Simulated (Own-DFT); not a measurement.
Hf$_{36}$O$_{71}$ (tetragonal hafnia with one neutral oxygen vacancy, atoms displaced) (calculated)

Computed with Own-DFT development build. A calculation, not a measurement: plane-wave PBE and HSE06 DFT by an unreviewed code, no spin, of a simulated cell at Gamma alone, so results move with cell size and shape, stress positive in tension, energies less offsets, not probed for a lower state with spin; hafnium file: forces about 75 meV/angstrom off all-electron values; oxygen file: force components 24 meV/angstrom off all-electron in a glass; k mesh not checked against a denser one; forces and stress are PBE's, HSE06 gives the energy alone, and its difference from PBE has offsets of its own; offsets are fitted by least squares, one for each functional and potential file, so energies compare only between cells with the same atoms and settings and are not formation energies; the far tail of each file's local potential was reset to the Coulomb form; each entry is a single point on an unrelaxed cell, so the pressure reflects the starting lattice, taken from the Materials Project, from which strain is counted, and rises with the displacements; printed positions are rounded, which can move forces by about a meV/angstrom; the program is a retired in-house code; no spin-orbit coupling.

Settings shared by all entries: first functional PBE; second functional HSE06; exact exchange share 0.25; screening 0.11 1/bohr; exchange divergence Gygi-Baldereschi; potential files PseudoDojo norm-conserving, scalar-relativistic, made for PBE, standard set; wave cutoff 48 hartree; occupations fixed; k mesh 1 x 1 x 1 centred on Gamma.

(1) 
```cif
# cell vector a (Å): 10.7800 0.0000 0.0000
# cell vector b (Å): 0.0000 10.7800 0.0000
# cell vector c (Å): 0.0000 0.0000 10.4493
data_Hf36O71
_symmetry_space_group_name_H-M 'P 1'
_symmetry_Int_Tables_number 1
_cell_length_a 10.7800
_cell_length_b 10.7800
_cell_length_c 10.4493
_cell_angle_alpha 90.000
_cell_angle_beta 90.000
_cell_angle_gamma 90.000
_cell_volume 1214.30
loop_
_atom_site_label
_atom_site_type_symbol
_atom_site_fract_x
_atom_site_fract_y
_atom_site_fract_z
_atom_site_occupancy
Hf1 Hf 0.00138 0.00332 0.00056 1
Hf2 Hf 0.17091 0.16662 0.25440 1
O1 O 0.99693 0.17110 0.15395 1
O2 O 0.16742 0.99961 0.34712 1
O3 O 0.99970 0.16685 0.40277 1
O4 O 0.16752 0.00231 0.09871 1
Hf3 Hf 0.00101 0.00162 0.49996 1
Hf4 Hf 0.16785 0.16757 0.74808 1
O5 O 0.99892 0.16745 0.64645 1
O6 O 0.16934 0.00276 0.84625 1
O7 O 0.00201 0.16726 0.89866 1
O8 O 0.16236 0.00166 0.59904 1
Hf5 Hf 0.00331 0.32998 0.99777 1
Hf6 Hf 0.16534 0.50526 0.25266 1
O9 O 0.00142 0.50010 0.15445 1
O10 O 0.16873 0.33514 0.34726 1
O11 O 0.99853 0.49735 0.40258 1
O12 O 0.16195 0.33417 0.10078 1
Hf7 Hf 0.99805 0.33869 0.49882 1
Hf8 Hf 0.16788 0.49975 0.74242 1
O13 O 0.00052 0.49761 0.65289 1
O14 O 0.16558 0.33200 0.84564 1
O15 O 0.00357 0.50199 0.90020 1
O16 O 0.16633 0.33264 0.59806 1
Hf9 Hf 0.00055 0.66464 0.00337 1
Hf10 Hf 0.16195 0.83500 0.24435 1
O17 O 0.99867 0.83400 0.15624 1
O18 O 0.16849 0.66591 0.34926 1
O19 O 0.00160 0.82739 0.39956 1
O20 O 0.16211 0.66463 0.10039 1
Hf11 Hf 0.00043 0.66922 0.50380 1
Hf12 Hf 0.16714 0.83419 0.74557 1
O21 O 0.00361 0.83982 0.65889 1
O22 O 0.16873 0.66767 0.84817 1
O23 O 0.00645 0.83979 0.90398 1
O24 O 0.16350 0.66597 0.59289 1
Hf13 Hf 0.33644 0.00343 0.99865 1
Hf14 Hf 0.49924 0.17068 0.24862 1
O25 O 0.33440 0.16516 0.15079 1
O26 O 0.49986 0.00216 0.35004 1
O27 O 0.33737 0.16859 0.39861 1
O28 O 0.50081 0.99622 0.09986 1
Hf15 Hf 0.32864 0.00028 0.50381 1
Hf16 Hf 0.49704 0.16437 0.74949 1
O29 O 0.33315 0.16699 0.65465 1
O30 O 0.50142 0.00214 0.84794 1
O31 O 0.50978 0.00062 0.59521 1
Hf17 Hf 0.33730 0.33654 0.99859 1
Hf18 Hf 0.49936 0.49887 0.24790 1
O32 O 0.33145 0.49995 0.15410 1
O33 O 0.50267 0.33438 0.35537 1
O34 O 0.32839 0.50213 0.40494 1
O35 O 0.49836 0.33289 0.09255 1
Hf19 Hf 0.33461 0.34065 0.49750 1
Hf20 Hf 0.49720 0.50077 0.74710 1
O36 O 0.33008 0.49814 0.65032 1
O37 O 0.49502 0.33989 0.84650 1
O38 O 0.33519 0.50071 0.90071 1
O39 O 0.50300 0.32831 0.59453 1
Hf21 Hf 0.33155 0.66671 0.00114 1
Hf22 Hf 0.50106 0.83439 0.25343 1
O40 O 0.33318 0.83390 0.15535 1
O41 O 0.49873 0.67136 0.34943 1
O42 O 0.33605 0.83195 0.40310 1
O43 O 0.50195 0.66654 0.09912 1
Hf23 Hf 0.33557 0.66886 0.49946 1
Hf24 Hf 0.50047 0.83609 0.74402 1
O44 O 0.33605 0.83275 0.65317 1
O45 O 0.49843 0.66042 0.84749 1
O46 O 0.33083 0.83100 0.89952 1
O47 O 0.49328 0.66842 0.59704 1
Hf25 Hf 0.66734 0.00182 0.99954 1
Hf26 Hf 0.83641 0.16826 0.24917 1
O48 O 0.66066 0.16575 0.16135 1
O49 O 0.83734 0.99759 0.35015 1
O50 O 0.66220 0.16496 0.40153 1
O51 O 0.83345 0.99863 0.09193 1
Hf27 Hf 0.66324 0.00256 0.50404 1
Hf28 Hf 0.82632 0.16651 0.74732 1
O52 O 0.66639 0.16824 0.64956 1
O53 O 0.83838 0.99758 0.85084 1
O54 O 0.66709 0.16986 0.90423 1
O55 O 0.83443 0.99745 0.59730 1
Hf29 Hf 0.66677 0.33470 0.00336 1
Hf30 Hf 0.83862 0.50258 0.24868 1
O56 O 0.66788 0.50404 0.15655 1
O57 O 0.83511 0.33063 0.34568 1
O58 O 0.67051 0.50241 0.40254 1
O59 O 0.83539 0.33517 0.09921 1
Hf31 Hf 0.66560 0.32810 0.50049 1
Hf32 Hf 0.83310 0.49503 0.74835 1
O60 O 0.66503 0.50259 0.65419 1
O61 O 0.83278 0.33122 0.84686 1
O62 O 0.66605 0.49198 0.90125 1
O63 O 0.83815 0.33009 0.59920 1
Hf33 Hf 0.66452 0.66374 0.00279 1
Hf34 Hf 0.83157 0.83176 0.25155 1
O64 O 0.66486 0.83487 0.15186 1
O65 O 0.83496 0.67122 0.35156 1
O66 O 0.66757 0.83240 0.40700 1
O67 O 0.83631 0.66879 0.09614 1
Hf35 Hf 0.66699 0.66686 0.50230 1
Hf36 Hf 0.83522 0.83339 0.74826 1
O68 O 0.66872 0.82815 0.65456 1
O69 O 0.83793 0.66278 0.84897 1
O70 O 0.66488 0.82899 0.89949 1
O71 O 0.82712 0.66539 0.60132 1
_calc_PBE_energy_of_cell_above_offsets '-100.485'  # eV
_calc_HSE06_less_PBE_above_offsets '-0.110'  # eV
_calc_PBE_pressure 1  # GPa
_calc_PBE_stress_xx -2.62  # GPa
_calc_PBE_stress_yy 1.12  # GPa
_calc_PBE_stress_zz -1.51  # GPa
_calc_PBE_stress_yz 0.44  # GPa
_calc_PBE_stress_xz -0.05  # GPa
_calc_PBE_stress_xy 0.04  # GPa
```

Force:
| element | x (eV/Å) | y (eV/Å) | z (eV/Å) |
| --- | --- | --- | --- |
| Hf | -0.106 | -0.146 | -0.528 |
| Hf | -0.611 | 0.604 | -0.608 |
| O | 0.883 | -0.443 | -0.278 |
| O | 0.169 | -0.089 | 0.558 |
| O | 0.245 | 0.112 | -0.208 |
| O | 0.155 | -0.076 | -0.093 |
| Hf | -1.134 | 0.252 | -0.534 |
| Hf | -1.521 | 0.192 | 0.177 |
| O | -0.123 | -0.382 | 0.782 |
| O | 0.771 | 0.145 | -0.046 |
| O | -0.015 | -0.135 | 0.307 |
| O | 1.316 | -0.207 | -0.203 |
| Hf | -0.022 | 0.473 | -0.094 |
| Hf | 0.094 | -0.742 | -0.204 |
| O | -0.235 | 0.376 | -0.236 |
| O | 0.137 | -0.1 | 0.163 |
| O | -0.074 | 1.461 | -0.221 |
| O | 1.195 | -0.191 | -0.649 |
| Hf | 0.575 | -1.655 | 0.342 |
| Hf | -0.779 | 0.006 | 1.72 |
| O | -0.229 | 0.196 | -0.504 |
| O | 0.626 | 0.163 | 0.144 |
| O | -0.073 | -0.726 | 0.538 |
| O | 0.345 | 0.166 | -0.393 |
| Hf | -0.238 | 0.401 | -1.683 |
| Hf | 0.782 | -0.387 | 0.854 |
| O | -0.236 | 0.141 | -0.568 |
| O | -0.228 | 0.599 | -0.231 |
| O | 0.311 | 0.93 | 0.866 |
| O | 0.996 | 0.212 | 0.073 |
| Hf | -1.055 | -0.407 | -0.866 |
| Hf | 0.348 | -0.145 | 2.18 |
| O | -0.814 | -0.727 | -1.262 |
| O | 0.025 | -0.204 | -0.645 |
| O | -0.035 | -1.079 | 0.345 |
| O | 0.789 | 0.212 | 0.857 |
| Hf | -0.323 | -0.294 | 0.052 |
| Hf | -0.491 | -1.068 | 1.225 |
| O | -0.152 | 0.175 | -0.529 |
| O | -0.065 | -0.177 | -0.257 |
| O | -0.642 | -0.224 | 0.805 |
| O | -0.163 | 0.327 | -0.632 |
| Hf | 0.756 | -0.016 | -1.347 |
| Hf | 0.149 | 1.384 | 0.512 |
| O | 0.42 | -0.621 | -0.018 |
| O | -0.483 | -0.232 | -0.203 |
| O | -3.088 | -0.197 | 1.562 |
| Hf | -1.466 | -0.474 | -0.588 |
| Hf | 0.369 | 0.965 | 0.827 |
| O | 0.443 | 0.003 | -0.095 |
| O | -0.242 | 0.666 | -1.245 |
| O | 0.598 | 0.101 | -0.512 |
| O | 0.435 | 0.346 | 1.212 |
| Hf | -0.43 | -0.991 | 0.232 |
| Hf | 0.329 | 0.223 | 0.43 |
| O | 0.843 | -0.114 | -0.473 |
| O | -0.392 | -1.778 | -0.152 |
| O | -0.456 | 0.052 | 0.414 |
| O | -0.789 | 0.287 | 0.49 |
| Hf | 0.036 | 0.339 | -0.547 |
| Hf | -0.328 | 0.691 | -0.188 |
| O | -0.154 | -0.342 | -0.295 |
| O | -0.07 | -1.545 | -0.205 |
| O | -0.261 | 0.982 | 0.591 |
| O | -0.648 | -0.278 | -0.051 |
| Hf | -0.661 | 0.226 | -0.745 |
| Hf | 0.726 | -1.243 | 1.585 |
| O | -0.639 | 0.688 | -0.769 |
| O | 0.224 | 1.119 | -0.123 |
| O | 0.493 | 0.637 | 0.606 |
| O | 1.206 | -0.107 | 0.371 |
| Hf | -0.021 | -1.033 | 0.079 |
| Hf | -0.322 | -0.648 | 0.525 |
| O | 1.483 | 0.157 | -1.267 |
| O | -0.002 | 0.391 | -0.661 |
| O | 0.381 | 0.242 | 0.488 |
| O | -0.24 | 0.365 | 0.682 |
| Hf | 2.141 | -0.465 | -2.045 |
| Hf | 1.98 | -0.266 | 0.428 |
| O | -0.118 | -0.086 | 0.17 |
| O | -0.78 | 0.578 | -0.79 |
| O | -0.043 | -0.299 | -0.188 |
| O | -0.42 | -0.021 | 0.314 |
| Hf | 0.863 | -0.116 | -0.431 |
| Hf | -0.64 | -0.244 | 0.799 |
| O | -0.214 | -0.313 | -0.456 |
| O | -0.14 | 0.645 | 0.225 |
| O | -0.173 | -0.543 | 0.328 |
| O | -0.599 | 0.001 | -0.292 |
| Hf | 0.549 | 0.824 | -0.607 |
| Hf | -0.052 | 0.758 | 0.698 |
| O | -0.062 | -0.288 | -0.212 |
| O | 0.057 | -0.088 | -0.003 |
| O | 0.163 | 1.09 | 0.53 |
| O | -1.346 | 0.39 | -0.104 |
| Hf | 0.443 | 0.255 | -0.998 |
| Hf | -0.153 | 0.615 | 0.122 |
| O | 0.489 | -0.255 | 0.178 |
| O | -0.059 | -0.951 | -0.366 |
| O | -0.169 | 0.45 | -0.262 |
| O | -0.761 | -0.246 | 0.617 |
| Hf | -0.322 | -0.268 | -0.322 |
| Hf | -0.266 | -0.44 | 1.223 |
| O | -0.541 | 0.316 | -0.183 |
| O | -0.132 | 0.406 | -0.365 |
| O | -0.058 | 0.609 | 0.549 |
| O | 1.767 | 0.167 | -0.194 |

(2) 
```cif
# cell vector a (Å): 10.7800 0.0000 0.0000
# cell vector b (Å): 0.0000 10.7800 0.0000
# cell vector c (Å): 0.0000 0.0000 10.4493
data_Hf36O71
_symmetry_space_group_name_H-M 'P 1'
_symmetry_Int_Tables_number 1
_cell_length_a 10.7800
_cell_length_b 10.7800
_cell_length_c 10.4493
_cell_angle_alpha 90.000
_cell_angle_beta 90.000
_cell_angle_gamma 90.000
_cell_volume 1214.30
loop_
_atom_site_label
_atom_site_type_symbol
_atom_site_fract_x
_atom_site_fract_y
_atom_site_fract_z
_atom_site_occupancy
Hf1 Hf 0.99201 0.00458 0.01579 1
Hf2 Hf 0.17299 0.17509 0.26571 1
O1 O 0.99470 0.16136 0.16490 1
O2 O 0.17069 0.99263 0.36065 1
O3 O 0.00160 0.17192 0.41327 1
O4 O 0.16700 0.00584 0.11384 1
Hf3 Hf 0.99658 0.99907 0.50043 1
Hf4 Hf 0.16754 0.15825 0.76228 1
O5 O 0.00597 0.17243 0.63675 1
O6 O 0.18309 0.00600 0.84293 1
O7 O 0.98607 0.16817 0.90310 1
O8 O 0.16800 0.99924 0.59268 1
Hf5 Hf 0.99755 0.34007 0.00324 1
Hf6 Hf 0.15797 0.49888 0.25905 1
O9 O 0.99423 0.49883 0.14996 1
O10 O 0.17068 0.33170 0.35564 1
O11 O 0.98466 0.48333 0.39574 1
O12 O 0.16677 0.32319 0.09720 1
Hf7 Hf 0.00494 0.33835 0.50482 1
Hf8 Hf 0.16726 0.50201 0.75493 1
O13 O 0.00763 0.49014 0.66056 1
O14 O 0.16931 0.33900 0.84720 1
O15 O 0.99762 0.50459 0.89607 1
O16 O 0.17090 0.33506 0.58093 1
Hf9 Hf 0.99851 0.66895 0.99593 1
Hf10 Hf 0.15699 0.83975 0.24263 1
O17 O 0.00170 0.82996 0.15533 1
O18 O 0.16665 0.65419 0.35321 1
O19 O 0.99261 0.83487 0.38645 1
O20 O 0.16546 0.66643 0.09235 1
Hf11 Hf 0.00717 0.66118 0.50184 1
Hf12 Hf 0.17261 0.82864 0.75544 1
O21 O 0.01460 0.83965 0.65858 1
O22 O 0.16198 0.67669 0.85149 1
O23 O 0.00786 0.83670 0.89413 1
O24 O 0.16890 0.66855 0.58966 1
Hf13 Hf 0.32643 0.00030 0.00345 1
Hf14 Hf 0.49190 0.17661 0.25523 1
O25 O 0.33252 0.16206 0.14166 1
O26 O 0.48095 0.98814 0.34770 1
O27 O 0.34212 0.16673 0.39300 1
O28 O 0.50169 0.00512 0.09578 1
Hf15 Hf 0.34009 0.99624 0.50292 1
Hf16 Hf 0.49418 0.16445 0.74540 1
O29 O 0.33693 0.16556 0.65830 1
O30 O 0.49511 0.99837 0.84517 1
O31 O 0.33229 0.16130 0.89879 1
O32 O 0.48676 0.00777 0.60227 1
Hf17 Hf 0.33142 0.33591 0.99586 1
Hf18 Hf 0.49155 0.49913 0.25325 1
O33 O 0.33763 0.50237 0.15628 1
O34 O 0.49950 0.32932 0.33159 1
O35 O 0.33945 0.49934 0.40460 1
O36 O 0.50009 0.33643 0.10082 1
Hf19 Hf 0.34054 0.33966 0.50138 1
Hf20 Hf 0.50728 0.50426 0.75980 1
O37 O 0.33875 0.50002 0.65021 1
O38 O 0.50562 0.33902 0.84062 1
O39 O 0.34945 0.50081 0.90882 1
O40 O 0.49454 0.32147 0.60382 1
Hf21 Hf 0.32203 0.66283 0.99836 1
Hf22 Hf 0.51765 0.83081 0.26471 1
O41 O 0.49247 0.66525 0.35514 1
O42 O 0.33576 0.83246 0.39703 1
O43 O 0.49484 0.66480 0.09071 1
Hf23 Hf 0.34512 0.65981 0.50432 1
Hf24 Hf 0.49671 0.83071 0.74675 1
O44 O 0.33016 0.82758 0.64408 1
O45 O 0.51452 0.66706 0.84103 1
O46 O 0.32474 0.83300 0.91194 1
O47 O 0.50627 0.67874 0.60303 1
Hf25 Hf 0.65930 0.00148 0.99110 1
Hf26 Hf 0.82227 0.16827 0.26553 1
O48 O 0.67488 0.16563 0.15560 1
O49 O 0.83504 0.00581 0.34424 1
O50 O 0.65523 0.16343 0.39361 1
O51 O 0.84099 0.01941 0.09503 1
Hf27 Hf 0.66299 0.99920 0.50256 1
Hf28 Hf 0.82775 0.16815 0.75874 1
O52 O 0.67143 0.17344 0.65806 1
O53 O 0.82465 0.00070 0.85475 1
O54 O 0.65649 0.17699 0.89788 1
O55 O 0.84276 0.00312 0.59781 1
Hf29 Hf 0.66931 0.33468 0.99799 1
Hf30 Hf 0.83710 0.49784 0.26113 1
O56 O 0.66254 0.50545 0.15330 1
O57 O 0.83884 0.32763 0.35296 1
O58 O 0.67482 0.49779 0.40397 1
O59 O 0.83637 0.33770 0.09741 1
Hf31 Hf 0.66228 0.32908 0.50751 1
Hf32 Hf 0.83300 0.51649 0.74998 1
O60 O 0.68182 0.49885 0.65257 1
O61 O 0.83829 0.32763 0.84688 1
O62 O 0.66338 0.50033 0.89323 1
O63 O 0.84214 0.33795 0.60048 1
Hf33 Hf 0.66851 0.65778 0.99481 1
Hf34 Hf 0.83227 0.82788 0.25210 1
O64 O 0.67976 0.83414 0.14581 1
O65 O 0.83356 0.67058 0.34582 1
O66 O 0.66058 0.83067 0.39795 1
O67 O 0.83556 0.67700 0.10506 1
Hf35 Hf 0.67676 0.66133 0.50920 1
Hf36 Hf 0.83842 0.83334 0.74361 1
O68 O 0.66194 0.83357 0.64496 1
O69 O 0.82102 0.66798 0.83740 1
O70 O 0.67300 0.82545 0.91642 1
O71 O 0.82157 0.66832 0.59556 1
_calc_PBE_energy_of_cell_above_offsets '-89.576'  # eV
_calc_HSE06_less_PBE_above_offsets '0.478'  # eV
_calc_PBE_pressure 4.81  # GPa
_calc_PBE_stress_xx -3.8  # GPa
_calc_PBE_stress_yy -5.87  # GPa
_calc_PBE_stress_zz -4.75  # GPa
_calc_PBE_stress_yz -0.61  # GPa
_calc_PBE_stress_xz -1.88  # GPa
_calc_PBE_stress_xy -0.11  # GPa
```

Force:
| element | x (eV/Å) | y (eV/Å) | z (eV/Å) |
| --- | --- | --- | --- |
| Hf | 1.734 | 0.921 | -1.003 |
| Hf | -1.411 | -3.363 | -1.948 |
| O | 1.31 | 0.778 | 0.103 |
| O | -0.496 | 1.107 | -1.54 |
| O | 0.481 | -0.931 | -1.27 |
| O | -0.516 | -1.23 | -1.08 |
| Hf | 3.167 | 1.556 | -1.177 |
| Hf | -0.84 | 2.326 | -3.626 |
| O | -0.199 | -0.681 | 3.453 |
| O | -0.63 | -3.109 | 1.658 |
| O | 1.734 | -0.546 | 0.446 |
| O | 0.271 | 0.285 | 1.093 |
| Hf | -0.405 | -1.526 | -0.082 |
| Hf | 0.951 | -0.669 | -1.722 |
| O | 1.433 | 0.284 | 0.166 |
| O | 0.19 | 2.22 | -0.815 |
| O | 1.337 | 4.318 | 0.02 |
| O | -0.081 | 0.897 | 0.07 |
| Hf | -1.133 | -4.03 | 1.08 |
| Hf | 0.633 | -0.52 | -0.898 |
| O | -0.717 | 1.878 | -1.184 |
| O | 0.204 | 0.026 | 0.203 |
| O | 0.081 | 0.482 | 0.716 |
| O | 1.811 | 0.875 | 2.103 |
| Hf | -0.135 | 0.946 | 1.261 |
| Hf | 3.325 | 0.865 | 2.178 |
| O | -1.631 | 0.338 | -2.143 |
| O | -1.215 | 0.889 | -0.104 |
| O | 0.614 | -1.351 | 2.541 |
| O | -1.439 | -0.429 | 0.885 |
| Hf | 0.243 | 1.306 | -1.871 |
| Hf | 0.428 | 3.08 | -0.974 |
| O | -2.924 | -1.284 | -1.408 |
| O | 0.573 | -3.701 | -0.062 |
| O | -1.14 | -0.099 | 1.12 |
| O | -0.372 | -0.595 | 1.2 |
| Hf | 1.055 | 0.341 | 1.435 |
| Hf | 0.402 | -5.027 | -3.814 |
| O | 0.028 | 0.926 | 1.26 |
| O | 1.797 | 2.246 | 0.646 |
| O | -0.334 | 0.736 | 1.185 |
| O | -0.335 | -0.73 | -0.322 |
| Hf | -4.289 | -0.68 | -2.659 |
| Hf | 0.731 | 0.614 | 1.768 |
| O | -2.389 | 0.377 | -0.923 |
| O | 0.953 | -0.818 | 0.005 |
| O | 0.43 | 2.237 | 0.219 |
| O | 4.554 | -0.384 | 0.639 |
| Hf | 0.697 | -2.064 | 1.235 |
| Hf | 1.725 | 1.506 | -1.611 |
| O | -2.892 | -0.402 | -0.247 |
| O | 0.278 | 3.676 | 3.919 |
| O | 0.205 | -0.623 | -0.378 |
| O | -0.124 | -0.404 | -1.235 |
| Hf | -2.072 | -1.516 | 0.108 |
| Hf | -0.347 | -0.913 | -1.405 |
| O | -0.11 | 0.442 | 0.772 |
| O | -0.641 | -0.831 | 0.755 |
| O | -0.797 | 0.236 | -1.438 |
| O | 1.921 | 0.901 | -1.236 |
| Hf | 2.334 | 1.753 | 1.984 |
| Hf | -2.149 | -0.596 | -2.704 |
| O | 0.638 | -0.754 | -0.161 |
| O | -0.211 | -1.64 | 0.884 |
| O | 0.518 | 0.496 | -0.015 |
| Hf | -0.391 | 2.371 | -1.185 |
| Hf | -0.014 | 0.229 | 0.395 |
| O | 1.102 | 0.006 | 1.228 |
| O | -0.62 | 1.144 | 0.684 |
| O | 0.642 | -0.804 | -0.843 |
| O | 0.126 | -1.244 | -0.307 |
| Hf | 0.671 | -0.003 | 1.626 |
| Hf | 2.236 | -0.143 | -2.77 |
| O | -2.125 | 0.61 | -0.896 |
| O | -0.776 | -2.031 | 1.638 |
| O | -0.129 | -0.035 | 2.329 |
| O | -3.227 | -1.388 | 0.675 |
| Hf | 0.59 | -0.206 | -0.287 |
| Hf | 2.726 | 0.107 | -0.932 |
| O | -1.273 | -0.699 | -1.898 |
| O | -0.128 | -1.036 | -1.407 |
| O | 0.443 | -1.516 | 0.385 |
| O | -3.215 | -0.932 | 0.847 |
| Hf | -0.27 | -0.324 | 1.249 |
| Hf | -2.044 | -0.727 | -1.581 |
| O | 0.828 | -0.034 | 0.135 |
| O | -1.439 | 1.141 | 0.297 |
| O | -0.537 | -0.472 | 0.841 |
| O | -0.817 | 0.49 | -0.051 |
| Hf | 2.612 | 0.208 | -0.028 |
| Hf | 1.632 | -5.603 | -0.425 |
| O | -3.495 | -0.078 | -0.947 |
| O | -0.639 | 2.678 | 0.705 |
| O | 1.041 | -0.798 | 0.336 |
| O | -2.299 | -0.094 | -0.408 |
| Hf | -1.2 | 1.249 | 2.916 |
| Hf | 0.645 | 1.245 | -0.802 |
| O | -1.878 | 0.71 | 1.246 |
| O | -0.16 | -1.636 | 1.501 |
| O | 0.924 | 0.592 | 0.997 |
| O | 0.528 | -1.152 | -1.789 |
| Hf | -4.979 | -0.035 | -3.621 |
| Hf | -0.096 | 2.52 | 1.09 |
| O | 1.127 | 1.284 | 0.752 |
| O | 0.905 | 2.131 | 1.643 |
| O | -0.385 | 1.483 | -1.961 |
| O | 6.545 | 0.382 | 2.564 |
